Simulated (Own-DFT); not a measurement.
# From a pressure shift to a lattice shift: zincblende InGaAs with randomly placed atoms, 64 atoms (As32Ga24In8)

The numbers are computed, not measured, by runs of the plane-wave DFT program Own-DFT (in-house, retired, unreviewed) at fixed positions, with no spin and no spin-orbit coupling.

Caveats: forces on such cells passed a denser k mesh, each cell not checked; stress not checked against mesh or cutoff.

Each geometry was run with PBE and with PBEsol, otherwise alike: PseudoDojo norm-conserving scalar-relativistic files made for PBE; cutoff 42 hartree; 3 x 3 x 3 k mesh centred on Gamma; Fermi-Dirac smearing of 0.1 eV. Unstrained cell vectors in Å: (11.509, 0.000, 0.000); (0.000, 11.509, 0.000); (0.000, 0.000, 11.509). Each has a uniform strain, of which the change of volume is shown, and random moves of rms u per axis. The random placing of the alloy's atoms differs from row to row.

```
run,volume change (%),u (Å),P with PBE (GPa),P with PBEsol (GPa)
1,-1.90,0.0514,6.17,3.04
2,-2.51,0.0530,7.23,4.06
3,3.76,0.0529,2.38,-0.44
4,-1.65,0.0493,6.08,2.97
5,2.46,0.0463,3.12,0.24
6,0.64,0.0495,4.52,1.54
7,1.83,0.0483,3.48,0.57
8,0.85,0.0472,4.23,1.26
9,-0.21,0.0502,5.09,?
```

The question: by how much does PBEsol shrink this cell, and what belongs in the blank?

## Solution

Write v for the change of volume as a fraction. Fitted to v and u², the PBE pressure has a slope of -73 ± 3 GPa in v, with the ions held to the strained lattice. The difference PBEsol less PBE is -3.02 + 5.6 v GPa (slope ± 0.1) and averages -2.99 GPa. Divided by the mean slope of the two, 70 GPa, that makes PBEsol's volume at a given pressure, near 3 GPa, about 4.3 % smaller, or 1.43 % in lengths. At one volume PBEsol's slope is the smaller by 6 GPa, but its pressure there is lower too. If stiffness rises by about 4 GPa for each GPa, PBEsol at equal pressure is stiffer by about 6 GPa. Files made for PBEsol would give a different shift.

For run 9 the line gives 2.06 GPa. Computed: 2.06 GPa.
